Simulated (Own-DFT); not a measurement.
# Point defects and the pressure they add: C40 NbSi2

Calculated, not measured: single-point runs of Own-DFT, a retired in-house plane-wave DFT program that no person has reviewed, on unrelaxed cells, without spin or spin-orbit coupling.

All runs used: PBE; PseudoDojo norm-conserving scalar-relativistic files; cutoff 42 hartree; 4 x 4 x 5 k mesh centred on Gamma; cold (Marzari-Vanderbilt) smearing of 0.2 eV.

Caveats: forces on such cells failed a check on a denser k mesh; stress not checked against mesh or cutoff.

All runs share one cell, with vectors in Å (0.000, 8.324, 0.000); (-9.613, 0.000, 0.000); (0.000, 0.000, 6.586) and a volume of 527.0 Å³. Atoms were moved at random from their sites; u is the rms move along one axis. The defect's site can differ from row to row.

```
cell,formula,u (Å),P (GPa)
no defect,Nb12Si24,0.0185,1.45
no defect,Nb12Si24,0.0503,2.55
no defect,Nb12Si24,0.0507,2.57
two Nb on a Si site each,Nb14Si22,0.0320,?
two Nb on a Si site each,Nb14Si22,0.0321,7.59
two Nb on a Si site each,Nb14Si22,0.0511,8.15
two Nb on a Si site each,Nb14Si22,0.0528,8.72
two Si on a Nb site each,Nb10Si26,0.0293,1.74
two Si on a Nb site each,Nb10Si26,0.0506,2.67
two Si on a Nb site each,Nb10Si26,0.0511,2.63
one Si vacancy,Nb12Si23,0.0296,0.96
one Si vacancy,Nb12Si23,0.0314,0.96
one Si vacancy,Nb12Si23,0.0458,1.63
```

## Working it out

P = P0 + c u² + a shift for each defect gives P0 = 1.25 GPa, c = 521 ± 46 GPa/Å² and a scatter of 0.13 GPa. The shifts, and each times the cell's volume:

- two Nb on a Si site each: 5.79 ± 0.11 GPa, 19.1 eV (9.5 eV for each of its 2 sites)
- two Si on a Nb site each: 0.06 ± 0.11 GPa, 0.2 eV (0.1 eV for each of its 2 sites) (not resolved)
- one Si vacancy: -0.75 ± 0.11 GPa, -2.5 eV

Positive is outwards. The product with the volume (160.2 GPa Å³ to the eV) is nearly free of the cell's size; divided by the bulk modulus at the cell's pressure it gives the volume that the defect adds. The atoms around the defects weren't relaxed, which would change these numbers.

## Check

The question: what pressure belongs in the blank (two Nb on a Si site each, u = 0.0320 Å)?

Estimate: 7.57 ± 0.16 GPa. The hidden result is 7.58 GPa.
